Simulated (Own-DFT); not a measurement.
# Which arrangement is lower? Ge32Si32, 64 atoms

All numbers below are calculated, not measured. The program, named Own-DFT, is a retired in-house plane-wave density functional code that no person has reviewed. Each row is one single-point run on a periodic cell that was not relaxed, without spin or spin-orbit coupling.

Settings of every run: PBEsol; PseudoDojo norm-conserving scalar-relativistic files, made for PBE; cutoff 42 hartree; 3 x 3 x 3 k mesh centred on Gamma; Fermi-Dirac smearing of 0.1 eV.

Known limits, some of them of some rows only: not probed for a lower state with spin; forces on such cells passed a denser k mesh, each cell not checked; stress not checked against mesh or cutoff.

All cells hold the same atoms in the same cell, with vectors in Å (11.089, 0.000, 0.000); (0.000, 11.089, 0.000); (0.000, 0.000, 11.089). Every atom was moved at random from its ideal site; u is the rms move along one axis. The random placing of the alloy's atoms differs from row to row. E is the free energy of the cell above the lowest run. The arrangements:

- A: diamond-structure SiGe in clusters
- B: diamond-structure SiGe in ordered layers
- C: diamond-structure SiGe with randomly placed atoms

```
arrangement,u (Å),E (eV),P (GPa)
A,0.0275,0.038,0.62
A,0.0298,0.100,0.62
A,0.0299,0.285,0.65
A,0.0551,2.895,1.20
A,0.0574,3.626,1.35
A,0.0629,3.511,1.31
B,0.0281,0.000,0.56
B,0.0297,0.256,0.62
B,0.0321,0.799,0.74
B,0.0542,2.363,1.03
B,0.0564,3.291,1.27
B,0.0565,3.077,1.15
C,0.0291,0.043,0.52
C,0.0306,0.544,0.57
C,0.0307,0.333,0.57
C,0.0572,3.358,1.12
C,0.0609,3.609,1.19
C,0.0629,3.871,1.20
```

Question: once the cost of the random moves is taken out, how do the arrangements rank?

## Worked answer

Fit E = a + b u², with one b for all and one a for each arrangement, and with residuals divided by u², since the noise grows with the moves. Then b = 1235 eV/Å², the scatter at u = 0.04 Å is 0.25 eV, and against A:

- B: 0.09 ± 0.11 eV (not told apart from A)
- C: 0.07 ± 0.11 eV (not told apart from A)

These are energies of unrelaxed cells. Relaxing the atoms lowers the strained arrangements most, so the gaps would shrink and small ones could change sign.
